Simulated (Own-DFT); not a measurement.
# One trend across several semiconductors

The numbers are computed, not measured, by runs of the plane-wave DFT program Own-DFT (in-house, retired, unreviewed) at fixed positions, with no spin and no spin-orbit coupling.

Limits (not all hold for every row): forces on such cells moved up to 12 meV/angstrom on a denser k mesh; forces not confirmed at this smearing and k mesh; k mesh not checked against a denser one; forces on such cells passed a denser k mesh, each cell not checked; stress not checked against mesh or cutoff.

All runs are PBE with PseudoDojo norm-conserving files; cutoff and k mesh are each material's own. Every cell starts from measured lattice constants and was given uniform random strains and small random moves of its atoms. Each triple is the change of volume in per cent, the rms move u in Å and the pressure in GPa.

- 3C SiC (C32Si32), 10.36 Å³/atom unstrained: (-3.38, 0.051, 14.66); (-2.84, 0.055, 13.14); (-2.55, 0.045, 12.34); (-2.18, 0.049, 10.75); (-1.55, 0.047, 9.52); (1.68, 0.052, 1.90); (2.88, 0.052, -0.42)
- wurtzite GaN (Ga36N36), 11.42 Å³/atom unstrained: (-2.54, 0.051, 13.30); (-2.34, 0.051, 12.75); (-1.86, 0.047, 11.25); (-0.31, 0.046, 8.51); (0.09, 0.049, 7.07); (2.42, 0.050, 3.36); (2.67, 0.051, 2.63)
- diamond silicon (Si64), 20.02 Å³/atom unstrained: withheld
- zincblende GaP (Ga32P32), 20.24 Å³/atom unstrained: (-3.09, 0.049, 6.28); (-1.58, 0.052, 5.12); (-0.17, 0.045, 3.31); (0.30, 0.048, 3.01); (1.34, 0.050, 2.39); (1.38, 0.052, 2.23); (3.58, 0.051, 0.50)
- zincblende InP (In48P48), 25.27 Å³/atom unstrained: (-1.24, 0.049, 4.57); (-0.61, 0.050, 4.38); (0.29, 0.050, 3.41); (2.10, 0.053, 2.26); (2.58, 0.049, 1.99); (3.05, 0.051, 1.65); (3.63, 0.048, 1.14)
- grey tin (Sn64), 34.15 Å³/atom unstrained: (-1.74, 0.050, 4.70); (-1.21, 0.052, 4.50); (0.02, 0.056, 3.80); (0.22, 0.049, 3.72); (0.28, 0.051, 3.55); (0.32, 0.054, 3.64); (1.68, 0.050, 2.99)

## Fit

Fit a line to each set against the fractional change of volume; B is minus its slope, and u is nearly the same within a set. To take it to zero pressure, assume that B rises by 4 GPa for each GPa: B0 = B - 4 x (mean pressure). The bond length of an ideal tetrahedral crystal with the unstrained volume v is d = (√3/4)(8 v)^(1/3). Cohen's empirical rule reads B0 = (1971 - 220 L) d^(-3.5) GPa, with L = 0 for group IV crystals and SiC and 1 for III-V compounds.

```
                material  L  d (Å)  B (GPa)  mean P (GPa)  B0 (GPa)  rule (GPa)
        3C SiC (C32Si32)  0  1.888  239 ± 7           8.8   204 ± 7         213
  wurtzite GaN (Ga36N36)  1  1.950  199 ± 7           8.4   165 ± 7         169
  diamond silicon (Si64)  0  2.352        ?             ?         ?          99
zincblende GaP (Ga32P32)  1  2.360   88 ± 4           3.3    75 ± 4          87
zincblende InP (In48P48)  1  2.541   71 ± 3           2.8    60 ± 3          67
         grey tin (Sn64)  0  2.810   52 ± 2           3.8    36 ± 2          53
```

A line through ln[B0/(1971 - 220 L)] against ln d has a slope of -4.2 ± 0.2 and a scatter of 8 %. Against the rule, B0 stands at 96 % for 3C SiC, 98 % for wurtzite GaN, 86 % for zincblende GaP, 89 % for zincblende InP, 68 % for grey tin. PBE tends to make silicon and heavier crystals too soft, and the rule itself is only a guide.

## Check

The question: what B0 does the fitted trend give for diamond silicon (Si64)?

The straight line predicts 84 GPa. Its own runs give B = 97 ± 4 GPa at a mean pressure of 2.6 GPa, so B0 = 86 GPa.
